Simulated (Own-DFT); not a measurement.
# A layer strained by its substrate: wurtzite AlGaN with randomly placed atoms, 72 atoms (Al27Ga9N36)

No measurement is shown. These are fixed-geometry runs of a retired plane-wave code named Own-DFT, which no person has reviewed; spin and spin-orbit coupling are neglected.

All runs used: PBE; PseudoDojo norm-conserving scalar-relativistic files (stringent for Ga); cutoff 96 hartree; 4 x 4 x 3 k mesh centred on Gamma; Gaussian smearing of 0.01 eV.

Caveats: forces on such cells passed a denser k mesh, each cell not checked; stress not checked against mesh or cutoff.

Unstrained cell vectors in Å: (9.394, 0.000, 0.000); (-4.697, 8.135, 0.000); (0.000, 0.000, 10.066). The unstrained cell has measured lattice constants (interpolated for alloys), not those of this functional. That, the random moves and any unrelaxed bonds set the pressure at no strain. Each run strains x and y alike by e, as a substrate would, and holds the height along z. Each atom got a random Gaussian move of width 0.05 Å along each axis. The random placing of the alloy's atoms differs from row to row. Stress is positive in tension.

| e (%) | u (Å) | (s_xx + s_yy)/2 (GPa) | s_zz (GPa) |
|---|---|---|---|
| -2.75 | 0.049 | -25.79 | -9.79 |
| -2.25 | 0.050 | -20.92 | -10.02 |
| -1.75 | 0.052 | -16.97 | -10.00 |
| -1.50 | 0.056 | -17.26 | -9.44 |
| -1.00 | 0.048 | ? | ? |
| -0.75 | 0.052 | -11.73 | -6.85 |
| 0.25 | 0.051 | -5.34 | -4.52 |
| 1.25 | 0.054 | 0.21 | -5.28 |
| 2.00 | 0.048 | 4.00 | -2.77 |
| 2.75 | 0.049 | 7.89 | -4.32 |

## Worked fit

With e as a fraction, the in-plane stress is -6.9 + 598 e - 2412 e² GPa (errors 13 and 885, scatter 0.69), and s_zz is -6.6 + 136 e GPa (slope ± 21, scatter 1.15). At e = 0 the first slope is C11 + C12 and the second 2 C13, both with the ions held to the strained lattice and at the cell's own pressure. A free layer would change its height as e changes, and the in-plane slope would drop by 2 C13²/C33 to the biaxial modulus. At fixed height, a misfit of 1 % moves the in-plane stress by about 6.0 GPa and s_zz by 1.4 GPa.

## Withheld run

The question: what are the two stresses at e = -1.00 %?

Estimate: -13.1 and -7.9 GPa. The run itself gave -12.19 and -7.05 GPa.
